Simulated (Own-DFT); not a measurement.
# One host, several defects: D0_22 TiAl3

Everything here is calculated. The program is Own-DFT (plane waves, in-house, since retired, never reviewed by a person); positions were held fixed, and spin and spin-orbit coupling were off.

Common settings: PBEsol; PseudoDojo norm-conserving scalar-relativistic files, made for PBE; cutoff 42 hartree; 4 x 4 x 4 k mesh centred on Gamma; cold (Marzari-Vanderbilt) smearing of 0.2 eV.

Known weak points: forces on such cells failed a check on a denser k mesh; stress not checked against mesh or cutoff.

All runs share one cell, with vectors in Å (-2.365, -6.981, 4.326); (-7.667, 3.491, 1.442); (-2.950, -3.488, -7.241) and a volume of 625.4 Å³. u is the rms random offset of the atoms per axis. The defect's site can differ from row to row.

| cell | formula | u (Å) | P (GPa) |
|---|---|---|---|
| no defect | Al30Ti10 | 0.0172 | 0.03 |
| no defect | Al30Ti10 | 0.0514 | 0.76 |
| no defect | Al30Ti10 | 0.0562 | 0.95 |
| two Al vacancies | Al28Ti10 | 0.0289 | -0.61 |
| two Al vacancies | Al28Ti10 | 0.0317 | -0.59 |
| two Al vacancies | Al28Ti10 | 0.0489 | 0.01 |
| two Ti on an Al site each | Al28Ti12 | 0.0289 | 1.21 |
| two Ti on an Al site each | Al28Ti12 | 0.0478 | 1.66 |
| two Ti on an Al site each | Al28Ti12 | 0.0537 | 1.88 |
| two Al on a Ti site each | Al32Ti8 | 0.0293 | 1.17 |
| two Al on a Ti site each | Al32Ti8 | 0.0293 | 1.19 |
| two Al on a Ti site each | Al32Ti8 | 0.0502 | 1.70 |
| two Al on a Ti site each | Al32Ti8 | 0.0523 | ? |

## Worked fit

P = P0 + c u² + a shift for each defect gives P0 = -0.09 GPa, c = 332 ± 14 GPa/Å² and a scatter of 0.04 GPa. The shifts, and each times the cell's volume:

- two Ti on an Al site each: 1.01 ± 0.04 GPa, 4.0 eV (2.0 eV for each of its 2 sites)
- two Al on a Ti site each: 0.98 ± 0.04 GPa, 3.8 eV (1.9 eV for each of its 2 sites)
- two Al vacancies: -0.77 ± 0.04 GPa, -3.0 eV (-1.5 eV for each of its 2 sites)

A positive shift means that the defect pushes the cell outwards. Shift times volume (160.2 GPa Å³ is 1 eV) depends little on the cell's size, so, taken for each site, it can be compared between cells at like pressure. The atoms around the defects weren't relaxed, which would change these numbers.

## The run left out

The question: what pressure belongs in the blank (two Al on a Ti site each, u = 0.0523 Å)?

From the fit: 1.79 ± 0.05 GPa. Computed: 1.75 GPa.
